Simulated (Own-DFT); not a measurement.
## Calculated data, GaP (zincblende, atoms displaced)

Computed with Own-DFT development build. A calculation, not a measurement: plane-wave PBE density functional theory by an unreviewed code, no spin, of a simulated periodic cell, stress positive in tension, free energy of the whole cell less one offset for each atom, forces on such cells passed a denser k mesh, this cell's mesh not checked; offsets are fitted by least squares, one for each functional and potential file, so energies compare only between cells with the same atoms and settings and are not formation energies; the far tail of each file's local potential was reset to the Coulomb form; each entry is a single point on an unrelaxed cell, so the pressure reflects the starting lattice, mostly measured values (interpolated for alloys), from which strain is counted, and rises with the displacements; printed positions are rounded, which can move forces by about a meV/angstrom; the program, named Own-DFT, is a retired in-house code; no spin-orbit coupling.

GaP (zincblende, atoms displaced)

```
CELL_PARAMETERS angstrom
10.90100 0.00000 0.00000
0.00000 10.90100 0.00000
0.00000 0.00000 10.90100
ATOMIC_POSITIONS crystal
Ga 0.99981 0.99870 0.99828
Ga 0.00156 0.25130 0.24820
Ga 0.25146 0.00102 0.24811
Ga 0.25164 0.25032 0.00196
P 0.12903 0.12461 0.12720
P 0.12580 0.37461 0.37807
P 0.37362 0.12701 0.37573
P 0.37721 0.37424 0.12289
Ga 0.99974 0.00474 0.49889
Ga 0.99951 0.24933 0.75292
Ga 0.24962 0.99978 0.74872
Ga 0.25205 0.24888 0.50082
P 0.12350 0.12492 0.62680
P 0.12177 0.37564 0.87142
P 0.37617 0.12437 0.87394
P 0.36916 0.37351 0.62836
Ga 0.99985 0.50314 0.99955
Ga 0.00211 0.75401 0.24975
Ga 0.25027 0.49892 0.25118
Ga 0.25021 0.74959 0.99895
P 0.12451 0.62192 0.12326
P 0.12237 0.87531 0.37339
P 0.37353 0.62653 0.37733
P 0.37457 0.88000 0.12686
Ga 0.99673 0.50238 0.49972
Ga 0.99697 0.75017 0.74596
Ga 0.24578 0.49781 0.75060
Ga 0.25311 0.75095 0.49795
P 0.12463 0.62814 0.62310
P 0.12072 0.87476 0.87151
P 0.37963 0.62709 0.87859
P 0.37526 0.87530 0.62433
Ga 0.49923 0.99784 0.99934
Ga 0.49727 0.24971 0.24865
Ga 0.75078 0.00061 0.24999
Ga 0.74995 0.25162 0.99961
P 0.62629 0.12450 0.12751
P 0.62457 0.37311 0.37145
P 0.87492 0.12306 0.37288
P 0.87641 0.37651 0.12625
Ga 0.49886 0.00239 0.50024
Ga 0.49902 0.25122 0.74698
Ga 0.75136 0.00013 0.74966
Ga 0.74988 0.25120 0.49785
P 0.62505 0.12481 0.62330
P 0.62683 0.37634 0.87698
P 0.87555 0.12708 0.87732
P 0.87497 0.37629 0.62524
Ga 0.49901 0.50029 0.99996
Ga 0.49795 0.75014 0.25424
Ga 0.75053 0.50058 0.24989
Ga 0.74857 0.75033 0.00128
P 0.62569 0.62338 0.12446
P 0.62510 0.87622 0.37130
P 0.87571 0.62365 0.37936
P 0.87352 0.87475 0.12292
Ga 0.50080 0.50024 0.49800
Ga 0.50190 0.74689 0.75510
Ga 0.75100 0.50290 0.75242
Ga 0.74900 0.75109 0.50065
P 0.62429 0.62257 0.62648
P 0.62453 0.87694 0.87536
P 0.87634 0.62444 0.87102
P 0.87454 0.87667 0.62737
```

```
functional                        : PBE
potential files                   : PseudoDojo norm-conserving, scalar-relativistic, standard set
wave cutoff                       : 42 hartree
occupations                       : Fermi-Dirac
smearing width                    : 0.1 eV
k mesh                            : 3 x 3 x 3 centred on Gamma
free energy of cell above offsets : -35.641 eV
pressure                          : 2.75 GPa
stress xx                         : -2.76 GPa
stress yy                         : -2.75 GPa
stress zz                         : -2.73 GPa
stress yz                         : 0 GPa
stress xz                         : -0.12 GPa
stress xy                         : 0.06 GPa
```

Force:
```csv
element,x (eV/Å),y (eV/Å),z (eV/Å)
Ga,0.161,0.219,0.275
Ga,0.072,-0.112,0.242
Ga,-0.208,-0.022,0.581
Ga,-0.222,-0.015,-0.51
P,-0.563,0.072,-0.474
P,-0.14,0.065,-0.129
P,0.117,-0.235,-0.127
P,-0.294,0.279,0.279
Ga,-0.013,-0.447,0.186
Ga,-0.205,0.054,-0.474
Ga,-0.023,-0.061,0.116
Ga,-0.479,0,0.14
P,0.158,0.147,-0.177
P,0.279,-0.131,0.887
P,-0.107,0.089,0.061
P,0.678,0.41,-0.48
Ga,-0.15,-0.401,-0.197
Ga,-0.418,-0.639,-0.179
Ga,-0.006,-0.083,-0.095
Ga,-0.159,0.333,0.16
P,0.242,0.506,0.341
P,0.571,0.341,0.299
P,0.178,-0.392,-0.352
P,0.065,-0.846,-0.22
Ga,0.557,-0.363,0.314
Ga,0.27,-0.049,0.15
Ga,0.258,0.718,0.05
Ga,-0.537,0.285,0.248
P,0.145,-0.223,0.023
P,0.471,-0.172,0.187
P,-0.856,-0.47,-0.364
P,0.227,-0.181,0.237
Ga,0.172,0.455,0.154
Ga,0.249,-0.144,0.026
Ga,0.016,-0.163,-0.182
Ga,0.006,-0.07,0.378
P,-0.227,0.078,-0.432
P,-0.11,0.231,0.188
P,0.052,0.524,0.039
P,-0.054,-0.012,-0.261
Ga,0.13,-0.255,-0.175
Ga,0.258,-0.046,0.35
Ga,-0.165,0.275,0.197
Ga,0.111,-0.086,0.11
P,0.138,0.167,0.13
P,-0.331,-0.076,-0.379
P,-0.182,-0.23,-0.122
P,-0.1,-0.205,0.092
Ga,0.38,-0.113,0.093
Ga,0.15,-0.015,-0.585
Ga,0.085,0.04,0.143
Ga,0.104,-0.174,-0.372
P,-0.281,0.266,0.283
P,-0.044,-0.007,0.585
P,-0.261,0.591,-0.771
P,0.189,0.064,0.218
Ga,-0.2,-0.373,0.314
Ga,0.001,0.435,-0.619
Ga,-0.127,-0.481,-0.287
Ga,-0.084,0.032,0.075
P,0.023,0.287,-0.127
P,0.224,-0.197,-0.028
P,-0.142,0.449,0.604
P,-0.044,0.08,-0.637
```
